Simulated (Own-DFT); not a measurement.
# A change of arrangement and its cost: C34N2Si36, 72 atoms

These are calculations, not measurements. They come from Own-DFT, an in-house plane-wave density functional program, since retired, whose code no person has reviewed. Each row is one single-point run on a periodic cell that was not relaxed, without spin or spin-orbit coupling.

Settings of every run: PBE; PseudoDojo norm-conserving scalar-relativistic files; cutoff 42 hartree; 4 x 4 x 3 k mesh centred on Gamma; Fermi-Dirac smearing of 0.1 eV.

Known limits: not probed for a lower state with spin; forces on such cells passed a denser k mesh, each cell not checked; stress not checked against mesh or cutoff.

All cells hold the same atoms in the same cell, with vectors in Å (9.248, 0.000, 0.000); (-4.624, 8.009, 0.000); (0.000, 0.000, 10.068). Every atom was moved at random from its ideal site; u is the rms move along one axis. The defect's site can differ from row to row. E is the free energy of the cell above the lowest run. The arrangements:

- A: 4H SiC, with two N on a C site each, 3.1 Å apart
- B: 2H SiC, with two N on a C site each, 3.1 Å apart

| arrangement | u (Å) | E (eV) | P (GPa) |
|---|---|---|---|
| A | 0.0296 | 0.000 | 2.63 |
| A | 0.0318 | 0.558 | 2.81 |
| A | 0.0333 | 0.876 | 2.95 |
| A | 0.0482 | 3.131 | 3.59 |
| A | 0.0502 | 4.317 | 4.30 |
| A | 0.0509 | 4.790 | 4.27 |
| B | 0.0280 | 0.651 | 2.83 |
| B | 0.0309 | 0.942 | 2.88 |
| B | 0.0316 | 1.409 | 3.16 |
| B | 0.0483 | 4.390 | 4.32 |
| B | 0.0517 | 5.475 | 4.27 |
| B | 0.0545 | 5.035 | 4.14 |

Question: once the cost of the random moves is taken out, how do the arrangements rank?

## Worked answer

Fit E = a + b u², with one b for all and one a for each arrangement, and with residuals divided by u², since the noise grows with the moves. Then b = 2385 eV/Å², the scatter at u = 0.04 Å is 0.30 eV, and against A:

- B: 0.72 ± 0.14 eV (higher)

These are energies of unrelaxed cells. Relaxing the atoms lowers the strained arrangements most, so the gaps would shrink and small ones could change sign.
